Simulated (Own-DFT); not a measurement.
# Which defects push the lattice out? D0_22 TiAl3

Calculated, not measured: single-point runs of Own-DFT, a retired in-house plane-wave DFT program that no person has reviewed, on unrelaxed cells, without spin or spin-orbit coupling.

All runs used: PBE; PseudoDojo norm-conserving scalar-relativistic files; cutoff 42 hartree; 4 x 4 x 4 k mesh centred on Gamma; cold (Marzari-Vanderbilt) smearing of 0.2 eV.

Known weak points: forces on such cells failed a check on a denser k mesh; stress not checked against mesh or cutoff.

All runs share one cell, with vectors in Å (-2.365, -6.981, 4.326); (-7.667, 3.491, 1.442); (-2.950, -3.488, -7.241) and a volume of 625.4 Å³. The atoms are randomly displaced, by u rms on each axis. The defect's site can differ from row to row.

```
                     cell   formula   u (Å)  P (GPa)
                no defect  Al30Ti10  0.0192     1.97
                no defect  Al30Ti10  0.0196     1.96
                no defect  Al30Ti10  0.0504     2.59
two Ti on an Al site each  Al28Ti12  0.0257     3.06
two Ti on an Al site each  Al28Ti12  0.0294        ?
two Ti on an Al site each  Al28Ti12  0.0497     3.90
two Ti on an Al site each  Al28Ti12  0.0524     3.80
         two Al vacancies  Al28Ti10  0.0295     1.09
         two Al vacancies  Al28Ti10  0.0533     1.73
         two Al vacancies  Al28Ti10  0.0552     1.75
 two Al on a Ti site each   Al32Ti8  0.0308     2.87
 two Al on a Ti site each   Al32Ti8  0.0504     3.28
 two Al on a Ti site each   Al32Ti8  0.0513     3.34
```

## Working it out

P = P0 + c u² + a shift for each defect gives P0 = 1.82 GPa, c = 319 ± 25 GPa/Å² and a scatter of 0.08 GPa. The shifts, and each times the cell's volume:

- two Ti on an Al site each: 1.14 ± 0.07 GPa, 4.4 eV (2.2 eV for each of its 2 sites)
- two Al on a Ti site each: 0.69 ± 0.07 GPa, 2.7 eV (1.3 eV for each of its 2 sites)
- two Al vacancies: -1.02 ± 0.07 GPa, -4.0 eV (-2.0 eV for each of its 2 sites)

Positive is outwards. The product with the volume (160.2 GPa Å³ to the eV) is nearly free of the cell's size; divided by the bulk modulus at the cell's pressure it gives the volume that the defect adds. The atoms around the defects weren't relaxed, which would change these numbers.

## Withheld run

The question: what pressure belongs in the blank (two Ti on an Al site each, u = 0.0294 Å)?

The fitted form gives 3.23 ± 0.10 GPa. DFT gave 3.38 GPa.
